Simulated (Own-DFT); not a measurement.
## Calculated data, AlGa₃N₄ (wurtzite random alloy, strained, atoms displaced)

Computed with Own-DFT development build. A calculation, not a measurement: plane-wave PBE density functional theory by an unreviewed code, no spin, of a simulated periodic cell, stress positive in tension, free energy of the whole cell less one offset for each atom, forces on such cells passed a denser k mesh, this cell's mesh not checked; offsets are fitted by least squares, one for each functional and potential file, so energies compare only between cells with the same atoms and settings and are not formation energies; the far tail of each file's local potential was reset to the Coulomb form; each entry is a single point on an unrelaxed cell, so the pressure reflects the starting lattice, mostly measured values, from which strain is counted, and rises with the displacements; printed positions are rounded, which can move forces by about a meV/angstrom; the program is a retired in-house code; no spin-orbit coupling.

Settings shared by all entries: functional PBE; potential files PseudoDojo norm-conserving, scalar-relativistic, standard set with the stringent files for Ga; wave cutoff 96 hartree; occupations Gaussian; smearing width 0.01 eV; k mesh 4 x 4 x 3 centred on Gamma.

```json
{"entry": 1, "formula": "AlGa3N4", "kind": "wurtzite random alloy, strained, atoms displaced", "structure": {"cell_angstrom": [[9.6994, 0.0, 0.0], [-4.8497, 8.4, 0.0], [0.0, 0.0, 10.2685]], "atoms_fractional": [["Ga", 0.11397, 0.22813, 0.99135], ["Al", 0.21326, 0.10193, 0.24047], ["N", 0.11247, 0.23273, 0.18369], ["N", 0.21154, 0.10015, 0.44971], ["Ga", 0.10862, 0.23102, 0.50583], ["Ga", 0.21967, 0.114, 0.74573], ["N", 0.1066, 0.2093, 0.69577], ["N", 0.22173, 0.11438, 0.939], ["Ga", 0.11042, 0.5583, 0.00598], ["Ga", 0.22343, 0.44985, 0.25146], ["N", 0.11696, 0.5644, 0.19255], ["N", 0.21954, 0.44069, 0.44439], ["Al", 0.10991, 0.54813, 0.50396], ["Al", 0.21867, 0.43774, 0.75356], ["N", 0.1109, 0.55783, 0.68932], ["N", 0.23303, 0.45631, 0.94204], ["Ga", 0.10226, 0.89225, 0.00724], ["Ga", 0.22489, 0.78612, 0.24894], ["N", 0.10789, 0.89021, 0.18833], ["N", 0.22162, 0.77276, 0.43714], ["Ga", 0.11871, 0.8927, 0.50766], ["Ga", 0.22713, 0.77842, 0.75301], ["N", 0.11164, 0.8828, 0.6896], ["N", 0.22014, 0.77394, 0.94098], ["Ga", 0.45098, 0.23095, 0.99593], ["Ga", 0.56018, 0.11864, 0.24969], ["N", 0.4534, 0.22363, 0.18574], ["N", 0.55828, 0.11067, 0.44142], ["Ga", 0.44442, 0.22055, 0.50434], ["Ga", 0.55918, 0.11036, 0.75245], ["N", 0.44622, 0.22421, 0.68826], ["N", 0.55545, 0.11331, 0.93824], ["Ga", 0.43948, 0.54975, 0.99724], ["Al", 0.54721, 0.43704, 0.25018], ["N", 0.43627, 0.55387, 0.19055], ["N", 0.55639, 0.445, 0.44545], ["Ga", 0.44091, 0.55562, 0.50021], ["Al", 0.56271, 0.44852, 0.7554], ["N", 0.43402, 0.54787, 0.68403], ["N", 0.5554, 0.44086, 0.93857], ["Ga", 0.45024, 0.89535, 0.00051], ["Ga", 0.55342, 0.77567, 0.24187], ["N", 0.44403, 0.88806, 0.1916], ["N", 0.55949, 0.77687, 0.43896], ["Ga", 0.44359, 0.88277, 0.49286], ["Ga", 0.55466, 0.7742, 0.74625], ["N", 0.44902, 0.88739, 0.68171], ["N", 0.55501, 0.77901, 0.93553], ["Ga", 0.76801, 0.21445, 0.99932], ["Ga", 0.87907, 0.11302, 0.25684], ["N", 0.77192, 0.21873, 0.18808], ["N", 0.88329, 0.11205, 0.4427], ["Al", 0.78293, 0.2177, 0.51175], ["Al", 0.88835, 0.11431, 0.73755], ["N", 0.78518, 0.23125, 0.68899], ["N", 0.88001, 0.11276, 0.94189], ["Al", 0.78068, 0.55263, 0.00376], ["Ga", 0.88178, 0.44046, 0.24682], ["N", 0.77885, 0.55665, 0.17785], ["N", 0.89686, 0.45081, 0.43792], ["Ga", 0.78584, 0.56831, 0.50792], ["Al", 0.88227, 0.43456, 0.75199], ["N", 0.76501, 0.55986, 0.69405], ["N", 0.88421, 0.43987, 0.93092], ["Ga", 0.78171, 0.89064, 0.0017], ["Ga", 0.88357, 0.7794, 0.25134], ["N", 0.78718, 0.89181, 0.18577], ["N", 0.88304, 0.77432, 0.43717], ["Ga", 0.77468, 0.88635, 0.50345], ["Ga", 0.88566, 0.78464, 0.75013], ["N", 0.77487, 0.88385, 0.68197], ["N", 0.89157, 0.77671, 0.93927]]}, "results": {"free_energy_of_cell_above_offsets [eV]": "-10.110", "pressure [GPa]": -0.51, "stress_xx [GPa]": 3.58, "stress_yy [GPa]": 3.33, "stress_zz [GPa]": -5.37, "stress_yz [GPa]": 0.5, "stress_xz [GPa]": -0.36, "stress_xy [GPa]": 0.19, "force_element": ["Ga", "Al", "N", "N", "Ga", "Ga", "N", "N", "Ga", "Ga", "N", "N", "Al", "Al", "N", "N", "Ga", "Ga", "N", "N", "Ga", "Ga", "N", "N", "Ga", "Ga", "N", "N", "Ga", "Ga", "N", "N", "Ga", "Al", "N", "N", "Ga", "Al", "N", "N", "Ga", "Ga", "N", "N", "Ga", "Ga", "N", "N", "Ga", "Ga", "N", "N", "Al", "Al", "N", "N", "Al", "Ga", "N", "N", "Ga", "Al", "N", "N", "Ga", "Ga", "N", "N", "Ga", "Ga", "N", "N"], "force_x [eV/angstrom]": [-0.846, -0.077, 0.563, 0.033, 1.129, 2.217, -2.319, 0.344, 0.022, -0.662, -0.779, -0.68, -0.535, -0.213, 0.071, -1.785, 1.467, -0.101, 0.033, -0.152, -0.269, -0.159, -0.557, -0.145, -0.565, -0.265, -2.17, 0.722, -0.08, -0.827, 0.278, -0.455, 1.237, 0.402, 2.035, -0.014, 0.877, -1.83, 0.564, 0.565, -0.67, 0.54, 0.21, -0.452, -0.248, -0.427, -0.287, 0.573, 0.724, 1.486, 0.457, 0.24, -1.979, -0.048, 0.47, 1.408, -0.223, 0.582, -1.005, -0.098, -0.146, 0.074, 2.2, -0.326, -0.369, 0.948, -1.666, 0.527, 0.411, 1.408, -0.472, -0.915], "force_y [eV/angstrom]": [-0.116, 1.888, -1.504, 2.256, -1.829, -1.457, 2.212, -0.121, -0.243, -0.65, -0.811, 0.961, 1.209, 1.116, -1.851, -1.618, -0.126, -0.669, 0.276, -0.479, -1.705, -0.181, 0.54, 1.188, -1.534, -1.21, 0.086, 0.462, 0.046, -0.374, 0.512, -0.315, 1.419, 0.958, -0.267, -0.135, -0.169, -0.894, -0.401, 1.742, -1.141, 0.204, 0.901, -0.257, 0.572, -0.42, 0.453, -0.148, 1.227, 0.087, 0.592, 0.118, 1.131, -1.102, -1.26, -0.268, 0.26, 0.947, -0.494, -1.213, -1.781, 2.671, -0.423, 0.351, -0.075, -0.908, 0.307, 1.213, -0.167, -0.71, 1.862, -0.742], "force_z [eV/angstrom]": [0.842, 1.329, 1.006, -2.227, -0.769, 0.715, -0.231, 0.049, -0.838, 0.052, -0.006, -0.355, -0.613, -0.367, 0.214, -1.705, -1.978, 0.314, 1.096, 0.69, -1.179, -0.223, 1.139, 0.465, 0.288, 0.941, 0.633, 0.322, -1.024, -1.176, 1.674, 0.029, 0.584, 0.467, -0.127, -1.743, -0.467, -1.144, 2.155, -0.22, -0.141, 0.904, -0.42, -0.796, -0.007, -0.022, 1.05, 0.645, -0.008, -1.245, -0.065, 0.928, -2.572, 2.03, 0.307, -2.04, -2.354, 0.596, 2.103, 1.138, -0.825, -0.625, 0.416, 1.516, -1.107, 0.004, 0.905, 0.463, -1.979, 0.286, 2.011, 0.293]}}
{"entry": 2, "formula": "AlGa3N4", "kind": "wurtzite random alloy, strained, atoms displaced", "structure": {"cell_angstrom": [[9.6994, 0.0, 0.0], [-4.8497, 8.4, 0.0], [0.0, 0.0, 10.2685]], "atoms_fractional": [["Ga", 0.11521, 0.22585, 0.00246], ["Ga", 0.22245, 0.11269, 0.25245], ["N", 0.11265, 0.21765, 0.18651], ["N", 0.21787, 0.11571, 0.44047], ["Ga", 0.11373, 0.22085, 0.50012], ["Ga", 0.21387, 0.11483, 0.75378], ["N", 0.10724, 0.22548, 0.69429], ["N", 0.23339, 0.11873, 0.93039], ["Ga", 0.10907, 0.55863, 0.99609], ["Al", 0.21984, 0.44694, 0.26], ["N", 0.11113, 0.55706, 0.19033], ["N", 0.23971, 0.4528, 0.44917], ["Al", 0.11601, 0.55862, 0.50034], ["Ga", 0.21948, 0.44356, 0.74327], ["N", 0.11725, 0.55296, 0.68766], ["N", 0.21915, 0.43757, 0.9367], ["Ga", 0.11383, 0.88918, 0.99622], ["Al", 0.23326, 0.77665, 0.25422], ["N", 0.10624, 0.89288, 0.18222], ["N", 0.21962, 0.76617, 0.44022], ["Al", 0.10852, 0.88852, 0.50079], ["Al", 0.22127, 0.77238, 0.74868], ["N", 0.10769, 0.88301, 0.67965], ["N", 0.21301, 0.76218, 0.94347], ["Ga", 0.43949, 0.22632, 0.00168], ["Ga", 0.5554, 0.1142, 0.24915], ["N", 0.43213, 0.20899, 0.18599], ["N", 0.5466, 0.11717, 0.44048], ["Ga", 0.43778, 0.22055, 0.49354], ["Ga", 0.55025, 0.11037, 0.75743], ["N", 0.44508, 0.21992, 0.68832], ["N", 0.55351, 0.10415, 0.94324], ["Ga", 0.43717, 0.54652, 0.99948], ["Al", 0.55716, 0.4555, 0.25129], ["N", 0.45626, 0.56076, 0.19116], ["N", 0.54049, 0.4309, 0.42884], ["Ga", 0.44059, 0.55762, 0.49664], ["Al", 0.5508, 0.4429, 0.74335], ["N", 0.44796, 0.55405, 0.6832], ["N", 0.54502, 0.43245, 0.93533], ["Ga", 0.43511, 0.88155, 0.00826], ["Ga", 0.54194, 0.77261, 0.25146], ["N", 0.44343, 0.89211, 0.18664], ["N", 0.54361, 0.75737, 0.43678], ["Ga", 0.43592, 0.8934, 0.49815], ["Ga", 0.54891, 0.77352, 0.73974], ["N", 0.44862, 0.88411, 0.69077], ["N", 0.55106, 0.77248, 0.94507], ["Al", 0.77504, 0.20955, 0.00742], ["Ga", 0.8957, 0.11101, 0.25378], ["N", 0.77279, 0.2157, 0.18563], ["N", 0.89409, 0.11036, 0.44115], ["Ga", 0.77109, 0.21392, 0.50098], ["Ga", 0.8815, 0.10575, 0.74855], ["N", 0.77582, 0.22115, 0.68515], ["N", 0.89166, 0.11913, 0.93507], ["Al", 0.77549, 0.5565, 0.00122], ["Ga", 0.87597, 0.43855, 0.2457], ["N", 0.78367, 0.56626, 0.17608], ["N", 0.88651, 0.45405, 0.44099], ["Ga", 0.77521, 0.55245, 0.49742], ["Ga", 0.89207, 0.44551, 0.74938], ["N", 0.78146, 0.56464, 0.67555], ["N", 0.88572, 0.43924, 0.9443], ["Ga", 0.78197, 0.88893, 0.00316], ["Ga", 0.89267, 0.78126, 0.25251], ["N", 0.77802, 0.89062, 0.19941], ["N", 0.88677, 0.77407, 0.43292], ["Ga", 0.77149, 0.87944, 0.50196], ["Ga", 0.87766, 0.7698, 0.7502], ["N", 0.76648, 0.88352, 0.69354], ["N", 0.87756, 0.771, 0.9306]]}, "results": {"free_energy_of_cell_above_offsets [eV]": "-8.692", "pressure [GPa]": 0.18, "stress_xx [GPa]": 3.39, "stress_yy [GPa]": 2.12, "stress_zz [GPa]": -6.04, "stress_yz [GPa]": 0.31, "stress_xz [GPa]": -0.44, "stress_xy [GPa]": 0.39, "force_element": ["Ga", "Ga", "N", "N", "Ga", "Ga", "N", "N", "Ga", "Al", "N", "N", "Al", "Ga", "N", "N", "Ga", "Al", "N", "N", "Al", "Al", "N", "N", "Ga", "Ga", "N", "N", "Ga", "Ga", "N", "N", "Ga", "Al", "N", "N", "Ga", "Al", "N", "N", "Ga", "Ga", "N", "N", "Ga", "Ga", "N", "N", "Al", "Ga", "N", "N", "Ga", "Ga", "N", "N", "Al", "Ga", "N", "N", "Ga", "Ga", "N", "N", "Ga", "Ga", "N", "N", "Ga", "Ga", "N", "N"], "force_x [eV/angstrom]": [-0.306, -0.22, -0.54, 0.851, -0.86, 1.203, 0.022, -1.497, 0.402, 0.634, 0.879, -4.889, -0.472, 1.223, -1.381, -0.394, -0.614, -2.013, 1.693, -1.211, -0.231, -0.095, 0.486, -0.111, 1.598, -0.366, 0.788, 1.795, -0.405, 0.534, -0.814, 0.208, 0.29, 0.993, -1.965, 0.844, 3.069, 0.664, -0.001, 1.188, 0.913, 1.604, -0.48, -0.209, 1.315, 0.575, -2.711, 0.007, -0.726, -0.613, 0.409, -0.964, 0.052, -0.085, -0.267, 0.102, -0.045, 0.755, -1.011, 2.373, -1.187, -0.509, -0.653, -0.992, -1.149, -0.277, -0.462, 0.602, -0.042, 0.491, 1.125, 1.08], "force_y [eV/angstrom]": [-0.651, -0.765, 1.862, -2.226, 0.823, -0.524, -0.905, -1.573, -2.88, -0.211, -0.077, -2.176, -1.247, 0.005, 1.322, 1.007, 0.021, -0.288, -0.473, 1.472, -0.284, 0.452, 0.071, 3.045, -1.085, -0.154, 2.228, -1.399, 0.445, -0.108, 0.813, 0.474, 0.867, -1.078, -1.525, 1.715, -1.108, -0.326, -0.657, 2.23, 0.178, 0.956, -0.606, 4.218, -0.414, -0.692, 0.562, 0.145, 0.87, -0.27, 0.334, -0.151, 1.057, 0.491, 0.041, -0.909, -0.718, 0.932, -1.383, -1.492, 0.181, -0.322, -2.003, -0.248, 0.058, -0.032, -0.184, 0.665, 0.182, 1.023, 0.493, -0.095], "force_z [eV/angstrom]": [-1.065, -0.546, 1.432, 0.011, 0.978, -2.158, -1.119, 2.015, 1.116, -1.214, 1.021, -2.218, 0.016, 1.042, -0.557, 0.026, -0.342, -0.891, 1.326, -0.595, -0.973, -0.021, 1.551, -2.192, -0.269, -0.223, 0.854, -0.744, 1.466, -0.627, -0.151, 0.741, -0.215, -1.129, 0.005, 0.581, 1.29, 0.302, 0.906, -0.698, -2.46, -0.595, 2.448, 0.072, 0.635, 2.246, -0.435, -0.637, -1.952, -0.529, 1.028, 0.344, -0.545, -0.032, 0.946, 1.304, -1.976, 0.2, 2.12, -0.679, -1.296, 0.038, 2.697, -0.213, 0.012, -1.419, -0.974, 1.886, -0.582, -1.223, -0.979, 1.819]}}
{"entry": 3, "formula": "AlGa3N4", "kind": "wurtzite random alloy, strained, atoms displaced", "structure": {"cell_angstrom": [[9.6994, 0.0, 0.0], [-4.8497, 8.4, 0.0], [0.0, 0.0, 10.2685]], "atoms_fractional": [["Ga", 0.10172, 0.2175, 0.99975], ["Ga", 0.21778, 0.10765, 0.25188], ["N", 0.10895, 0.21592, 0.1946], ["N", 0.22238, 0.11255, 0.42757], ["Ga", 0.11204, 0.2228, 0.49974], ["Ga", 0.22684, 0.11214, 0.7456], ["N", 0.11497, 0.22251, 0.69096], ["N", 0.22604, 0.10963, 0.945], ["Ga", 0.11289, 0.57405, 0.00462], ["Ga", 0.22909, 0.44669, 0.24449], ["N", 0.10989, 0.5627, 0.18725], ["N", 0.21981, 0.44199, 0.43727], ["Ga", 0.10872, 0.55625, 0.50133], ["Ga", 0.21566, 0.44195, 0.74718], ["N", 0.11566, 0.56029, 0.68711], ["N", 0.21279, 0.44486, 0.93299], ["Ga", 0.11296, 0.89519, 0.00316], ["Ga", 0.21441, 0.77018, 0.24412], ["N", 0.11875, 0.89142, 0.19171], ["N", 0.2193, 0.78193, 0.44354], ["Ga", 0.10497, 0.87108, 0.50001], ["Al", 0.2126, 0.77965, 0.74874], ["N", 0.11388, 0.89294, 0.69349], ["N", 0.22311, 0.77983, 0.93775], ["Ga", 0.44105, 0.2276, 0.00593], ["Al", 0.55796, 0.10625, 0.24665], ["N", 0.44334, 0.21929, 0.18361], ["N", 0.55585, 0.1071, 0.44199], ["Al", 0.44854, 0.22687, 0.50593], ["Ga", 0.55712, 0.11036, 0.74843], ["N", 0.43815, 0.21613, 0.69975], ["N", 0.56519, 0.10731, 0.93846], ["Al", 0.44621, 0.55421, 0.00095], ["Al", 0.54322, 0.44051, 0.24923], ["N", 0.44172, 0.55905, 0.19446], ["N", 0.5522, 0.43645, 0.44092], ["Ga", 0.44416, 0.55087, 0.50215], ["Ga", 0.55772, 0.44031, 0.74953], ["N", 0.4415, 0.56214, 0.68737], ["N", 0.54897, 0.43831, 0.94001], ["Ga", 0.45198, 0.89017, 0.00571], ["Al", 0.55008, 0.78144, 0.25251], ["N", 0.45406, 0.8832, 0.1887], ["N", 0.55396, 0.77918, 0.44253], ["Al", 0.44014, 0.88599, 0.49105], ["Ga", 0.56093, 0.77769, 0.75086], ["N", 0.42583, 0.86999, 0.68711], ["N", 0.55609, 0.77683, 0.95029], ["Ga", 0.77971, 0.2336, 0.99417], ["Ga", 0.89305, 0.11065, 0.2575], ["N", 0.77813, 0.22113, 0.18244], ["N", 0.89716, 0.11289, 0.43466], ["Ga", 0.78798, 0.23307, 0.49568], ["Ga", 0.88167, 0.10529, 0.75387], ["N", 0.77614, 0.22799, 0.69108], ["N", 0.88723, 0.10542, 0.94117], ["Al", 0.77277, 0.551, 0.00036], ["Ga", 0.88243, 0.43924, 0.25233], ["N", 0.78177, 0.55675, 0.18972], ["N", 0.88369, 0.45044, 0.43593], ["Ga", 0.76913, 0.53876, 0.49843], ["Ga", 0.89435, 0.44825, 0.75212], ["N", 0.77842, 0.55511, 0.68354], ["N", 0.89138, 0.44289, 0.9404], ["Ga", 0.77409, 0.88501, 0.00427], ["Al", 0.89247, 0.776, 0.24224], ["N", 0.77154, 0.88786, 0.1875], ["N", 0.89117, 0.77682, 0.43814], ["Ga", 0.77775, 0.88976, 0.49967], ["Ga", 0.88906, 0.77433, 0.75203], ["N", 0.78613, 0.89, 0.68558], ["N", 0.88396, 0.76855, 0.94142]]}, "results": {"free_energy_of_cell_above_offsets [eV]": "-9.970", "pressure [GPa]": -0.48, "stress_xx [GPa]": 3.5, "stress_yy [GPa]": 2.51, "stress_zz [GPa]": -4.57, "stress_yz [GPa]": 0.2, "stress_xz [GPa]": -0.07, "stress_xy [GPa]": -0.08, "force_element": ["Ga", "Ga", "N", "N", "Ga", "Ga", "N", "N", "Ga", "Ga", "N", "N", "Ga", "Ga", "N", "N", "Ga", "Ga", "N", "N", "Ga", "Al", "N", "N", "Ga", "Al", "N", "N", "Al", "Ga", "N", "N", "Al", "Al", "N", "N", "Ga", "Ga", "N", "N", "Ga", "Al", "N", "N", "Al", "Ga", "N", "N", "Ga", "Ga", "N", "N", "Ga", "Ga", "N", "N", "Al", "Ga", "N", "N", "Ga", "Ga", "N", "N", "Ga", "Al", "N", "N", "Ga", "Ga", "N", "N"], "force_x [eV/angstrom]": [0.88, 0.747, -0.237, 1.086, 0.835, -1.507, -0.726, -1.069, 0.794, -1.761, 0.441, -0.221, 0.583, 0.605, -1.192, 1.237, 0.315, 0.809, -1.473, 2.35, -1.771, 1.685, -0.135, -0.152, 0.963, -0.353, 0.747, -0.554, -0.453, -0.297, 1.429, -1.502, -1.196, 1.315, 1.723, -0.487, -0.575, -0.986, 1.231, 0.455, -0.769, 2.353, -2.223, -0.349, 0.161, -1.142, 0.702, 0.288, 1.03, -0.715, -0.403, -1.269, -0.287, 0.648, 0.9, -0.651, 0.383, 0.322, -1.621, 2.153, -1.215, -0.045, 0.013, -1.334, 0.338, -0.7, 0.919, -0.758, 0.503, 0.021, -0.858, 0.024], "force_y [eV/angstrom]": [0.766, 0.334, 1.079, 0.141, -0.302, -0.464, -0.364, 0.438, -2.013, -0.912, -1.927, 0.644, 0.107, 0.46, 0.227, 0.432, -0.734, 1.648, -0.872, -1.184, 2.48, -0.244, -1.019, 1.207, -1.378, 0.514, 0.539, 0.506, -1.815, -1.493, 1.231, 0.318, -0.029, 0.028, 0.264, -0.253, 0.648, 0.587, -1.266, 1.858, 0.118, -0.921, 1.341, -0.066, 0.058, 0.292, 1.647, -1.457, -1.871, -0.284, -0.249, 0.067, -1.601, 0.749, -0.334, 0.052, -0.064, 0.162, -0.121, -0.901, 2.614, -0.005, -0.314, 2.016, 0.369, 0.298, -0.752, -0.766, -0.322, 0.407, -0.245, -0.106], "force_z [eV/angstrom]": [0.052, -1.415, -1.128, 3.955, -0.089, 1.491, -0.332, -0.941, -1.262, 0.623, 0.888, 0.068, -0.638, 0.187, 0.536, 1.94, -0.574, 1.361, -0.238, -1.462, 0.346, 0.427, -0.4, -0.442, -1.712, 0.179, 2.694, -0.744, -0.789, 0.132, -2.361, 0.112, -0.422, 0.095, -1.093, -0.837, -0.459, -0.05, 0.767, 0.506, -1.517, 0.496, 1.282, -1.088, 1.722, 0.079, -0.46, -1.339, 0.632, -2.567, 1.55, 2.226, 0.541, -0.481, -0.655, -0.174, 0.154, -1.422, -0.523, 0.297, -0.149, -0.29, 1.17, -0.065, -0.532, 1.053, 1.85, -0.997, -0.738, -0.341, 0.897, 0.419]}}
```
